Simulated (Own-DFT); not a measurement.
# Which defects push the lattice out? C40 NbSi2

The numbers are computed, not measured, by runs of the plane-wave DFT program Own-DFT (in-house, retired, unreviewed) at fixed positions, with no spin and no spin-orbit coupling.

All runs used: PBE; PseudoDojo norm-conserving scalar-relativistic files; cutoff 42 hartree; 4 x 4 x 5 k mesh centred on Gamma; cold (Marzari-Vanderbilt) smearing of 0.2 eV.

Caveats: forces on such cells failed a check on a denser k mesh; stress not checked against mesh or cutoff.

All runs share one cell, with vectors in Å (0.000, 8.324, 0.000); (-9.613, 0.000, 0.000); (0.000, 0.000, 6.586) and a volume of 527.0 Å³. u is the rms random offset of the atoms per axis. The defect's site can differ from row to row.

| cell | formula | u (Å) | P (GPa) |
|---|---|---|---|
| no defect | Nb12Si24 | 0.0216 | 1.53 |
| no defect | Nb12Si24 | 0.0502 | 2.70 |
| no defect | Nb12Si24 | 0.0506 | 2.77 |
| two Nb vacancies | Nb10Si24 | 0.0258 | -0.12 |
| two Nb vacancies | Nb10Si24 | 0.0292 | -0.09 |
| two Nb vacancies | Nb10Si24 | 0.0528 | 0.56 |
| two Nb on a Si site each | Nb14Si22 | 0.0278 | 7.48 |
| two Nb on a Si site each | Nb14Si22 | 0.0461 | 8.30 |
| two Nb on a Si site each | Nb14Si22 | 0.0557 | 8.40 |
| two Si on a Nb site each | Nb10Si26 | 0.0290 | 1.56 |
| two Si on a Nb site each | Nb10Si26 | 0.0340 | 1.64 |
| two Si on a Nb site each | Nb10Si26 | 0.0481 | 2.48 |
| two Si on a Nb site each | Nb10Si26 | 0.0554 | ? |
| one Si vacancy | Nb12Si23 | 0.0308 | 0.92 |
| one Si vacancy | Nb12Si23 | 0.0532 | 1.77 |
| one Si vacancy | Nb12Si23 | 0.0567 | 2.35 |

## Worked fit

P = P0 + c u² + a shift for each defect gives P0 = 1.43 GPa, c = 492 ± 52 GPa/Å² and a scatter of 0.18 GPa. The shifts, and each times the cell's volume:

- two Nb on a Si site each: 5.65 ± 0.15 GPa, 18.6 eV (9.3 eV for each of its 2 sites)
- two Si on a Nb site each: -0.24 ± 0.15 GPa, -0.8 eV (-0.4 eV for each of its 2 sites) (not resolved)
- one Si vacancy: -0.89 ± 0.15 GPa, -2.9 eV
- two Nb vacancies: -2.02 ± 0.15 GPa, -6.6 eV (-3.3 eV for each of its 2 sites)

A positive shift means that the defect pushes the cell outwards. Shift times volume (160.2 GPa Å³ is 1 eV) depends little on the cell's size, so, taken for each site, it can be compared between cells at like pressure. The atoms around the defects weren't relaxed, which would change these numbers.

## Check

Asked: what pressure belongs in the blank (two Si on a Nb site each, u = 0.0554 Å)?

Estimate: 2.69 ± 0.23 GPa. The calculation gave 2.88 GPa.
